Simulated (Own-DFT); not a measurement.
# How strain changes the stress of 4H SiC, 72 atoms (C36Si36)

All numbers below are calculated, not measured. They come from Own-DFT, an in-house plane-wave density functional program, since retired, whose code no person has reviewed. Each row is one single-point run on a periodic cell that was not relaxed, without spin or spin-orbit coupling.

Settings of every run: PBE; PseudoDojo norm-conserving scalar-relativistic files; cutoff 42 hartree; 4 x 4 x 3 k mesh centred on Gamma; Fermi-Dirac smearing of 0.1 eV.

Known limits: forces on such cells passed a denser k mesh, each cell not checked; stress not checked against mesh or cutoff.

Unstrained cell vectors in Å: (9.248, 0.000, 0.000); (-4.624, 8.009, 0.000); (0.000, 0.000, 10.068). The unstrained cell has measured lattice constants (interpolated for alloys), not those of this functional. That, the random moves and any unrelaxed bonds set the pressure at no strain. Each run strains this cell uniformly, with the atoms carried along. Every atom was also moved at random, by a Gaussian of width 0.05 Å on each axis. Strain is the symmetric tensor, in per cent. Stress is positive in tension, and the pressure is minus a third of its trace.

| run | e_xx (%) | e_yy (%) | e_zz (%) | e_yz (%) | e_xz (%) | e_xy (%) | s_xx (GPa) | s_yy (GPa) | s_zz (GPa) | s_yz (GPa) | s_xz (GPa) | s_xy (GPa) | P (GPa) | E (meV/atom) |
|---|---|---|---|---|---|---|---|---|---|---|---|---|---|---|
| 1 | -0.66 | 1.73 | -0.78 | -1.98 | -1.15 | 0.62 | -7.98 | 3.33 | -10.92 | -6.46 | -4.73 | 3.33 | 5.19 | 31.1 |
| 2 | -0.36 | -0.78 | -1.62 | -0.13 | 1.79 | 0.59 | -9.72 | -10.42 | -17.08 | -0.33 | 6.06 | 2.73 | 12.41 | 44.8 |
| 3 | -0.79 | 0.83 | 0.24 | -0.66 | 0.08 | -0.64 | -8.06 | -0.03 | -7.01 | -1.72 | 0.22 | -2.58 | 5.03 | 22.3 |
| 4 | 0.52 | 1.08 | 0.14 | -1.03 | -0.55 | 0.11 | -0.48 | 1.32 | -4.40 | -4.30 | -1.83 | 0.07 | 1.19 | 0.0 |
| 5 | -0.98 | 0.83 | -0.86 | 1.98 | 1.18 | 1.45 | -10.02 | -1.42 | -12.01 | 5.63 | 3.73 | 6.68 | 7.82 | 33.7 |
| 6 | -0.20 | -0.24 | -0.33 | -1.52 | -0.73 | 1.54 | -8.29 | -7.84 | -6.92 | -5.88 | -2.05 | 8.88 | 7.68 | 32.5 |
| 7 | -1.09 | -0.87 | 1.35 | -1.70 | 0.47 | 0.25 | -10.66 | -9.33 | 0.52 | -5.99 | 1.23 | 1.01 | 6.49 | 6.0 |
| 8 | -0.13 | 1.76 | -0.20 | -0.81 | 1.73 | 0.68 | -4.03 | 2.75 | -5.77 | -1.93 | 5.91 | 2.90 | 2.35 | 18.9 |
| 9 | 1.15 | 0.34 | 1.84 | 1.33 | -1.73 | -0.78 | 3.13 | -0.85 | 3.74 | 4.08 | -6.17 | -3.87 | -2.00 | 9.5 |
| 10 | -0.25 | 0.36 | 1.65 | -1.59 | 1.16 | -1.84 | -5.48 | -3.05 | 1.66 | -6.37 | 2.61 | -9.47 | 2.29 | 40.8 |
| 11 | -1.57 | -1.59 | 1.20 | 1.92 | -0.67 | -1.00 | -16.06 | -13.24 | -1.55 | 6.74 | -2.38 | -5.56 | 10.28 | 33.7 |
| 12 | 0.41 | -0.84 | -1.04 | -0.75 | -0.94 | -0.80 | -4.72 | -7.79 | -14.99 | -2.72 | -2.77 | -3.14 | 9.17 | 34.3 |
| 13 | -0.45 | 1.85 | -1.01 | -1.24 | -0.42 | 0.57 | -5.41 | 5.72 | -14.89 | -3.89 | -1.90 | 1.67 | 4.86 | 23.8 |
| 14 | 1.68 | -1.82 | -1.10 | 0.24 | -1.04 | 0.73 | 3.38 | -10.96 | -16.23 | 1.56 | -4.22 | 3.46 | 7.94 | 9.7 |
| 15 | -0.21 | -0.04 | 1.81 | 1.48 | 0.77 | 0.88 | -6.97 | -3.91 | 2.89 | 5.28 | 2.47 | 3.72 | 2.67 | 42.7 |
| 16 | -1.70 | -0.36 | 1.04 | -1.58 | -1.67 | -0.02 | -14.15 | -7.64 | -1.98 | -6.00 | -4.77 | -0.58 | 7.92 | 32.7 |
| 17 | -1.59 | 0.94 | 1.60 | 1.13 | -0.92 | 1.03 | ? | ? | ? | ? | ? | ? | ? | ? |

E is the free energy for each atom above the lowest run shown.

## Worked fit

Each stress component was fitted by least squares to a constant and the strains of the runs shown, as fractions, with shears doubled. Shear strains stay in the fit of a normal stress only where such slopes are resolved. The slopes, in GPa:

```
stress,at no strain,per e_xx,per e_yy,per e_zz,scatter
s_xx,-5.1,591 ± 28,115 ± 22,50 ± 21,0.96
s_yy,-4.4,111 ± 31,495 ± 24,30 ± 24,1.06
s_zz,-7.5,6 ± 42,67 ± 33,597 ± 32,1.44
```

Each shear stress against twice its own strain: yz 171 ± 8, xz 162 ± 7, xy 248 ± 11 GPa. These are stiffnesses along x, y and z of the frame in which the cell vectors are given, which need not be the crystal's axes. The atoms are held to the strained lattice; where symmetry lets them move under strain, relaxing them would lower some slopes. The table should be nearly symmetric about its diagonal, and what it lacks of that shows the noise. A ninth of its sum, 229 ± 6 GPa, estimates the bulk modulus near the mean pressure of these runs, 5.7 GPa, so it lies above the value at zero pressure.

## Withheld run

Question: what normal stresses and pressure should run 17 give?

The fit gives s_xx = -12.6, s_yy = -1.0, s_zz = 2.6 and P = 3.7 GPa. The calculation gave -13.61, 0.02, 2.02 and P = 3.86 GPa.
